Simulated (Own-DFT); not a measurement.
# Response to strain: diamond-structure SiGeSn with randomly placed atoms, 64 atoms (Ge48Si8Sn8)

Calculated results; nothing here was measured. They come from Own-DFT, an in-house plane-wave density functional program, since retired, whose code no person has reviewed. Each row is one single-point run on a periodic cell that was not relaxed, without spin or spin-orbit coupling.

Settings of every run: PBE; PseudoDojo norm-conserving scalar-relativistic files; cutoff 49 hartree; 3 x 3 x 3 k mesh centred on Gamma; Fermi-Dirac smearing of 0.1 eV.

Known limits: forces on such cells moved up to 12 meV/angstrom on a denser k mesh; stress not checked against mesh or cutoff.

Unstrained cell vectors in Å: (11.467, 0.000, 0.000); (0.000, 11.467, 0.000); (0.000, 0.000, 11.467). The unstrained cell has measured lattice constants (interpolated for alloys), not those of this functional. That, the random moves and any unrelaxed bonds set the pressure at no strain. Each run strains this cell uniformly, with the atoms carried along. Every atom was also moved at random, by a Gaussian of width 0.05 Å on each axis. The random placing of the alloy's atoms differs from row to row. Strain is the symmetric tensor, in per cent. Stress is positive in tension, and the pressure is minus a third of its trace.

```
run,e_xx (%),e_yy (%),e_zz (%),s_xx (GPa),s_yy (GPa),s_zz (GPa),P (GPa),E (meV/atom)
1,-2.50,-2.50,0.00,-10.22,-10.08,-8.40,9.57,83.4
2,-1.00,-1.00,0.00,-6.93,-6.87,-6.33,6.71,42.4
3,-2.25,-2.25,0.00,-9.33,-9.13,-7.83,8.77,53.0
4,1.50,1.50,0.00,-2.61,-2.45,-3.37,2.81,0.0
5,-2.00,-2.00,0.00,-9.09,-9.32,-7.63,8.68,73.7
6,-1.50,-1.50,0.00,-7.87,-7.90,-6.75,7.51,46.1
7,0.50,0.50,0.00,-4.26,-4.32,-4.64,4.41,23.4
8,-1.25,-1.25,0.00,-7.32,-7.42,-6.55,7.10,44.1
9,0.25,0.25,0.00,?,?,?,?,?
```

E is the free energy for each atom above the lowest run shown.

## Worked fit

The change of volume is close to e_xx + e_yy + e_zz. A straight line through the runs shown gives P = 5.21 - 83 x (fractional change of volume) GPa, with an error of 3 on the slope and a scatter of 0.19 GPa. The strain isn't the same on all axes, but the crystal is cubic, so the slope still estimates the bulk modulus, averaged over pressures from 2.8 to 9.6 GPa.

## Withheld run

Question: what pressure should run 9 give? Its volume changes by 0.50 %.

The line gives 4.8 GPa. The calculation gave 4.78 GPa.
